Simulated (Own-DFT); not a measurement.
# Biaxial strain at fixed height in wurtzite GaN, 72 atoms (Ga36N36)

No measurement is shown. These are fixed-geometry runs of a retired plane-wave code named Own-DFT, which no person has reviewed; spin and spin-orbit coupling are neglected.

Method: PBE; PseudoDojo norm-conserving scalar-relativistic files (stringent for Ga); cutoff 96 hartree; 4 x 4 x 3 k mesh centred on Gamma; Gaussian smearing of 0.01 eV.

Caveats: forces not confirmed at this smearing and k mesh; stress not checked against mesh or cutoff.

Unstrained cell vectors in Å: (9.567, 0.000, 0.000); (-4.784, 8.285, 0.000); (0.000, 0.000, 10.370). The unstrained cell has measured lattice constants (interpolated for alloys), not those of this functional. That, the random moves and any unrelaxed bonds set the pressure at no strain. Each run strains x and y alike by e, as a substrate would, and holds the height along z. Each atom got a random Gaussian move of width 0.05 Å along each axis. Stress is positive in tension.

| e (%) | u (Å) | (s_xx + s_yy)/2 (GPa) | s_zz (GPa) |
|---|---|---|---|
| -3.00 | 0.051 | -26.60 | -11.63 |
| -2.50 | 0.051 | -21.52 | -12.65 |
| -2.25 | 0.047 | -19.67 | -11.18 |
| -1.75 | 0.056 | -17.37 | -11.10 |
| -1.00 | 0.049 | -13.28 | -7.40 |
| -0.50 | 0.049 | -9.95 | -6.65 |
| 1.25 | 0.049 | -0.63 | -5.32 |
| 2.25 | 0.050 | ? | ? |
| 2.50 | 0.052 | 4.20 | -3.15 |
| 3.00 | 0.050 | 6.53 | -2.73 |

## Worked fit

With e as a fraction, the in-plane stress is -7.1 + 534 e - 2888 e² GPa (errors 11 and 708, scatter 0.66), and s_zz is -7.2 + 165 e GPa (slope ± 16, scatter 1.03). At e = 0 the first slope is C11 + C12 and the second 2 C13, both with the ions held to the strained lattice and at the cell's own pressure. The term in e² is negative: the layer stiffens under compression and softens under tension. A free layer would change its height as e changes, and the in-plane slope would drop by 2 C13²/C33 to the biaxial modulus. At fixed height, a misfit of 1 % moves the in-plane stress by about 5.3 GPa and s_zz by 1.7 GPa.

## The run left out

Q: what are the two stresses at e = 2.25 %?

The fit gives 3.5 and -3.5 GPa. The run itself gave 4.02 and -4.52 GPa.
